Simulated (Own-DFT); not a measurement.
# Which arrangement is lower? Ga48P48, 96 atoms

Calculated results; nothing here was measured. They come from Own-DFT, an in-house plane-wave density functional program, since retired, whose code no person has reviewed. Each row is one single-point run on a periodic cell that was not relaxed, without spin or spin-orbit coupling.

Settings of every run: PBE; PseudoDojo norm-conserving scalar-relativistic files; cutoff 42 hartree; 2 x 3 x 3 k mesh centred on Gamma; Fermi-Dirac smearing of 0.1 eV.

Known limits, some of them of some rows only: not probed for a lower state with spin; forces on such cells failed a check on a denser k mesh; forces on such cells passed a denser k mesh, each cell not checked; stress not checked against mesh or cutoff.

All cells hold the same atoms in the same cell, with vectors in Å (16.352, 0.000, 0.000); (0.000, 10.901, 0.000); (0.000, 0.000, 10.901). Every atom was moved at random from its ideal site; u is the rms move along one axis. The defect's site can differ from row to row. E is the free energy of the cell above the lowest run. The arrangements:

- A: zincblende GaP
- B: zincblende GaP, with one Ga on a P site and one P on a Ga site, 2.4 Å apart

| arrangement | u (Å) | E (eV) | P (GPa) |
|---|---|---|---|
| A | 0.0190 | 0.062 | 2.72 |
| A | 0.0193 | 0.034 | 2.71 |
| A | 0.0195 | 0.000 | 2.70 |
| A | 0.0459 | 2.935 | 3.14 |
| A | 0.0486 | 3.483 | 3.24 |
| A | 0.0487 | 3.506 | 3.23 |
| B | 0.0300 | 4.075 | 2.95 |
| B | 0.0303 | 3.949 | 2.94 |
| B | 0.0321 | 3.913 | 2.93 |
| B | 0.0505 | 6.779 | 3.34 |
| B | 0.0517 | 7.117 | 3.41 |
| B | 0.0531 | 7.462 | 3.49 |

Question: once the cost of the random moves is taken out, how do the arrangements rank?

## Worked answer

Fit E = a + b u², with one b for all and one a for each arrangement, and with residuals divided by u², since the noise grows with the moves. Then b = 1735 eV/Å², the scatter at u = 0.04 Å is 0.19 eV, and against A:

- B: 2.97 ± 0.08 eV (higher)

These are energies of unrelaxed cells. Relaxing the atoms lowers the strained arrangements most, so the gaps would shrink and small ones could change sign.
